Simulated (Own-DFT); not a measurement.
# Strain and stress in C40 NbSi2, 36 atoms (Nb12Si24)

Calculated results; nothing here was measured. The program, named Own-DFT, is a retired in-house plane-wave density functional code that no person has reviewed. Each row is one single-point run on a periodic cell that was not relaxed, without spin or spin-orbit coupling.

Settings of every run: PBE; PseudoDojo norm-conserving scalar-relativistic files; cutoff 42 hartree; 4 x 4 x 5 k mesh centred on Gamma; cold (Marzari-Vanderbilt) smearing of 0.2 eV.

Known limits: forces on such cells failed a check on a denser k mesh; stress not checked against mesh or cutoff.

Unstrained cell vectors in Å: (0.000, 8.324, 0.000); (-9.613, 0.000, 0.000); (0.000, 0.000, 6.586). The unstrained cell was taken from the Materials Project. The random moves and any unrelaxed bonds add to the pressure at no strain. Each run strains this cell uniformly, with the atoms carried along. Every atom was also moved at random, by a Gaussian of width 0.05 Å on each axis. Strain is the symmetric tensor, in per cent. Stress is positive in tension, and the pressure is minus a third of its trace.

| run | e_xx (%) | e_yy (%) | e_zz (%) | e_yz (%) | e_xz (%) | e_xy (%) | s_xx (GPa) | s_yy (GPa) | s_zz (GPa) | s_yz (GPa) | s_xz (GPa) | s_xy (GPa) | P (GPa) | E (meV/atom) |
|---|---|---|---|---|---|---|---|---|---|---|---|---|---|---|
| 1 | -1.33 | -1.99 | -0.91 | -1.33 | -1.91 | 1.98 | -11.10 | -11.88 | -11.82 | -4.04 | -6.15 | 6.53 | 11.60 | 56.2 |
| 2 | 0.00 | -1.68 | 0.10 | -0.83 | 0.44 | 1.25 | -4.26 | -9.34 | -4.40 | -2.53 | 1.65 | 3.77 | 6.00 | 32.2 |
| 3 | 1.78 | 0.94 | 0.47 | -1.48 | -1.11 | -0.22 | 4.39 | 2.43 | 0.80 | -4.01 | -3.16 | -0.67 | -2.54 | 15.1 |
| 4 | 0.90 | -1.64 | 1.97 | -0.81 | 1.37 | 1.80 | 0.93 | -6.09 | 4.20 | -1.82 | 3.72 | 5.06 | 0.32 | 23.6 |
| 5 | 1.01 | 1.83 | 0.04 | 0.10 | 0.71 | -0.42 | 2.74 | 4.95 | -0.74 | 0.65 | 1.85 | -1.34 | -2.32 | 0.0 |
| 6 | -1.21 | 0.34 | 1.44 | -1.97 | -0.81 | 0.81 | -5.94 | -0.99 | 1.43 | -5.10 | -2.35 | 2.47 | 1.83 | 30.8 |
| 7 | 1.63 | 0.28 | -0.75 | -1.61 | 0.80 | 0.45 | 2.92 | -0.94 | -6.63 | -5.11 | 2.12 | 1.75 | 1.55 | 32.4 |
| 8 | -0.99 | -0.58 | -1.88 | -1.25 | 1.21 | -1.16 | -8.69 | -7.44 | -14.83 | -4.92 | 4.67 | -4.09 | 10.32 | 49.4 |
| 9 | -1.05 | -0.82 | 1.49 | 1.12 | 0.59 | -1.66 | -6.10 | -4.31 | 0.40 | 3.30 | 2.52 | -5.31 | 3.34 | 28.2 |
| 10 | -0.62 | -1.57 | 1.99 | -0.13 | 1.93 | 1.34 | -3.49 | -6.99 | 2.85 | -0.96 | 5.32 | 3.72 | 2.54 | 23.0 |
| 11 | 1.29 | -1.62 | -0.95 | 0.65 | -1.91 | 0.86 | 1.09 | -9.34 | -9.37 | 2.57 | -5.50 | 2.98 | 5.87 | 34.3 |
| 12 | -0.20 | 0.44 | -1.16 | -1.83 | -0.05 | -0.72 | -3.19 | -1.78 | -9.31 | -5.87 | 0.49 | -2.07 | 4.76 | 17.0 |
| 13 | 1.92 | -1.28 | -1.67 | -0.95 | 1.08 | -1.49 | 2.19 | -7.19 | -11.30 | -2.26 | 3.08 | -4.56 | 5.43 | 31.8 |
| 14 | 1.91 | -0.72 | -1.76 | 1.88 | 0.89 | -0.78 | 2.87 | -5.29 | -11.57 | 5.96 | 3.56 | -2.52 | 4.66 | 29.2 |
| 15 | 0.52 | 0.86 | -0.05 | 0.94 | -0.46 | 0.17 | 0.17 | 0.84 | -2.69 | 3.06 | -1.29 | 0.78 | 0.56 | 12.3 |
| 16 | 0.52 | -1.50 | -0.86 | -0.46 | -0.40 | 1.59 | ? | ? | ? | ? | ? | ? | ? | ? |

E is the free energy for each atom above the lowest run shown.

## Worked fit

Each stress component was fitted by least squares to a constant and the strains of the runs shown, as fractions, with shears doubled. Shear strains stay in the fit of a normal stress only where such slopes are resolved. The slopes, in GPa:

| stress | at no strain | per e_xx | per e_yy | per e_zz | scatter |
|---|---|---|---|---|---|
| s_xx | -2.7 | 386 ± 16 | 77 ± 16 | 86 ± 14 | 0.67 |
| s_yy | -2.6 | 71 ± 10 | 377 ± 9 | 95 ± 9 | 0.41 |
| s_zz | -4.2 | 99 ± 12 | 103 ± 11 | 469 ± 10 | 0.49 |

Each shear stress against twice its own strain: yz 151 ± 5, xz 148 ± 6, xy 157 ± 4 GPa. These are stiffnesses along x, y and z of the frame in which the cell vectors are given, which need not be the crystal's axes. The atoms are held to the strained lattice; where symmetry lets them move under strain, relaxing them would lower some slopes. The table should be nearly symmetric about its diagonal, and what it lacks of that shows the noise. A ninth of its sum, 196 ± 6 GPa, estimates the bulk modulus near the mean pressure of these runs, 3.6 GPa, so it lies above the value at zero pressure.

## Withheld run

Question: what normal stresses and pressure should run 16 give?

The fit gives s_xx = -2.5, s_yy = -8.7, s_zz = -9.3 and P = 6.8 GPa. The calculation gave -2.84, -8.21, -8.15 and P = 6.40 GPa.
